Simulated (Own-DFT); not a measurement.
# Which defects push the lattice out? zincblende GaAs

Everything here is calculated. The program is Own-DFT (plane waves, in-house, since retired, never reviewed by a person); positions were held fixed, and spin and spin-orbit coupling were off.

Common settings: PBE; PseudoDojo norm-conserving scalar-relativistic files; cutoff 42 hartree; 3 x 3 x 3 k mesh centred on Gamma; Fermi-Dirac smearing of 0.1 eV.

Limits (not all hold for every row): not probed for a lower state with spin; forces on such cells failed a check on a denser k mesh; forces not confirmed at this smearing and k mesh; forces on such cells passed a denser k mesh, each cell not checked; stress not checked against mesh or cutoff.

All runs share one cell, with vectors in Å (11.307, 0.000, 0.000); (0.000, 11.307, 0.000); (0.000, 0.000, 11.307) and a volume of 1445.4 Å³. u is the rms random offset of the atoms per axis. The defect's site can differ from row to row.

```
                                        cell     formula   u (Å)  P (GPa)
                                   no defect    As32Ga32  0.0197     3.52
                                   no defect    As32Ga32  0.0221     3.53
                                   no defect    As32Ga32  0.0443     3.91
                            two Ga vacancies    As32Ga30  0.0284     2.86
                            two Ga vacancies    As32Ga30  0.0295     2.89
                            two Ga vacancies    As32Ga30  0.0319     2.96
                         one In on a Ga site  As32Ga31In  0.0327     4.27
                         one In on a Ga site  As32Ga31In  0.0511     4.72
                         one In on a Ga site  As32Ga31In  0.0520     4.72
one As on a Ga site and one Ga on an As site    As32Ga32  0.0299     3.93
one As on a Ga site and one Ga on an As site    As32Ga32  0.0315     3.96
one As on a Ga site and one Ga on an As site    As32Ga32  0.0443        ?
one As on a Ga site and one Ga on an As site    As32Ga32  0.0513     4.35
                            two As vacancies    As30Ga32  0.0315     3.22
                            two As vacancies    As30Ga32  0.0471     3.40
                            two As vacancies    As30Ga32  0.0507     3.50
```

## Working it out

P = P0 + c u² + a shift for each defect gives P0 = 3.43 GPa, c = 240 ± 15 GPa/Å² and a scatter of 0.04 GPa. The shifts, and each times the cell's volume:

- one In on a Ga site: 0.63 ± 0.04 GPa, 5.7 eV
- one As on a Ga site and one Ga on an As site: 0.29 ± 0.03 GPa, 2.6 eV
- two As vacancies: -0.52 ± 0.03 GPa, -4.7 eV (-2.3 eV for each of its 2 sites)
- two Ga vacancies: -0.74 ± 0.03 GPa, -6.6 eV (-3.3 eV for each of its 2 sites)

A positive shift means that the defect pushes the cell outwards. Shift times volume (160.2 GPa Å³ is 1 eV) depends little on the cell's size, so, taken for each site, it can be compared between cells at like pressure. The atoms around the defects weren't relaxed, which would change these numbers.

## Prediction

Q: what pressure belongs in the blank (one As on a Ga site and one Ga on an As site, u = 0.0443 Å)?

From the fit: 4.19 ± 0.04 GPa. Computed: 4.03 GPa. That is outside the usual scatter, by luck or through something left out of the fit.
